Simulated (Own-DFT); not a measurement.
# Response to strain: 4H SiC, 72 atoms (C36Si36)

These are calculations, not measurements. They come from Own-DFT, an in-house plane-wave density functional program, since retired, whose code no person has reviewed. Each row is one single-point run on a periodic cell that was not relaxed, without spin or spin-orbit coupling.

Settings of every run: PBE; PseudoDojo norm-conserving scalar-relativistic files; cutoff 42 hartree; 4 x 4 x 3 k mesh centred on Gamma; Fermi-Dirac smearing of 0.1 eV.

Known limits: forces on such cells passed a denser k mesh, each cell not checked; stress not checked against mesh or cutoff.

Unstrained cell vectors in Å: (9.248, 0.000, 0.000); (-4.624, 8.009, 0.000); (0.000, 0.000, 10.068). The unstrained cell has measured lattice constants (interpolated for alloys), not those of this functional. That, the random moves and any unrelaxed bonds set the pressure at no strain. Each run strains this cell uniformly, with the atoms carried along. Every atom was also moved at random, by a Gaussian of width 0.05 Å on each axis. Strain is the symmetric tensor, in per cent. Stress is positive in tension, and the pressure is minus a third of its trace.

```
run  e_xx (%)  e_yy (%)  e_zz (%)  e_yz (%)  e_xz (%)  e_xy (%)  s_xx (GPa)  s_yy (GPa)  s_zz (GPa)  s_yz (GPa)  s_xz (GPa)  s_xy (GPa)  P (GPa)  E (meV/atom)
  1      1.72     -1.85      1.53     -1.12      0.83     -0.20        3.96      -15.75        1.75       -5.66        2.48       -0.76     3.35          40.7
  2     -0.42     -0.27      1.14     -0.93     -0.07      1.59       -5.84       -6.43        0.22       -3.61       -0.60        5.44     4.01          18.3
  3      0.44      0.33      1.71      1.75     -0.45     -1.57       -2.40       -1.39        3.60        5.81       -0.96       -7.17     0.06          23.5
  4     -0.73      1.93      1.35      1.68     -1.37     -0.62       -8.47        5.90        1.20        5.27       -5.03       -2.14     0.46          38.4
  5     -1.97      0.78     -0.49     -0.83     -0.15      0.35      -16.66       -3.30       -9.34       -3.54       -1.91        0.15     9.77          50.5
  6     -0.79     -1.96     -1.17     -1.88     -1.32     -0.45      -11.78      -16.69      -16.48       -7.16       -5.15       -2.13    14.98          52.0
  7      0.35      0.10      0.99      1.14      1.34     -0.59       -1.41       -3.00        0.38        3.08        3.93       -1.61     1.35           0.0
  8     -0.88      0.31     -1.69     -0.96     -1.67     -1.40      -10.80       -4.50      -18.45       -4.04       -6.82       -7.86    11.25          47.1
  9      0.53      0.74      0.20      0.94     -0.88     -0.37       -1.49        0.20       -3.43        2.97       -3.87       -1.89     1.58           5.9
 10     -1.26      1.76     -1.65      1.90     -1.98     -1.78      -11.24        1.24      -16.56        6.64       -7.36       -7.84     8.85          65.5
 11      0.18      1.19     -1.50      0.47     -1.04     -1.31       -3.07        1.52      -16.33        1.47       -3.67       -5.28     5.96          35.0
 12      1.74      0.04      1.95      0.38      0.86     -1.81        3.72       -1.90        4.86        0.82        3.70       -8.45    -2.23          29.6
 13     -1.23      1.05      1.33      0.51     -0.79      0.55      -10.21        1.04        1.25        1.41       -3.22        0.15     2.64          19.4
 14     -1.35     -0.04     -0.40     -1.58     -0.52      0.08      -15.04       -7.24       -6.27       -4.51       -1.69       -1.23     9.52          33.9
 15     -0.88     -1.59      1.35      1.34     -1.41      1.48      -13.83      -12.76        1.71        3.75       -4.37        7.85     8.29          36.7
 16      1.51      0.70     -1.81     -1.35     -1.77      1.74        4.55       -0.75      -17.46       -5.11       -5.12        7.49     4.55          32.7
 17      0.97     -0.84      1.64      1.64     -0.82      1.51           ?           ?           ?           ?           ?           ?        ?             ?
```

E is the free energy for each atom above the lowest run shown.

## Worked fit

Each stress component was fitted by least squares to a constant and the strains of the runs shown, as fractions, with shears doubled. Shear strains stay in the fit of a normal stress only where such slopes are resolved. The slopes, in GPa:

| stress | at no strain | per e_xx | per e_yy | per e_zz | scatter |
|---|---|---|---|---|---|
| s_xx | -5.3 | 607 ± 29 | 102 ± 29 | 7 ± 24 | 1.25 |
| s_yy | -5.1 | 77 ± 25 | 563 ± 25 | 61 ± 21 | 1.08 |
| s_zz | -6.8 | -5 ± 31 | 37 ± 30 | 628 ± 26 | 1.32 |

Each shear stress against twice its own strain: yz 168 ± 10, xz 155 ± 13, xy 231 ± 10 GPa. These are stiffnesses along x, y and z of the frame in which the cell vectors are given, which need not be the crystal's axes. The atoms are held to the strained lattice; where symmetry lets them move under strain, relaxing them would lower some slopes. The table should be nearly symmetric about its diagonal, and what it lacks of that shows the noise. A ninth of its sum, 231 ± 7 GPa, estimates the bulk modulus near the mean pressure of these runs, 5.3 GPa, so it lies above the value at zero pressure.

## Withheld run

Question: what normal stresses and pressure should run 17 give?

The fit gives s_xx = -0.2, s_yy = -8.1, s_zz = 3.1 and P = 1.7 GPa. The calculation gave -0.83, -7.89, 2.64 and P = 2.02 GPa.
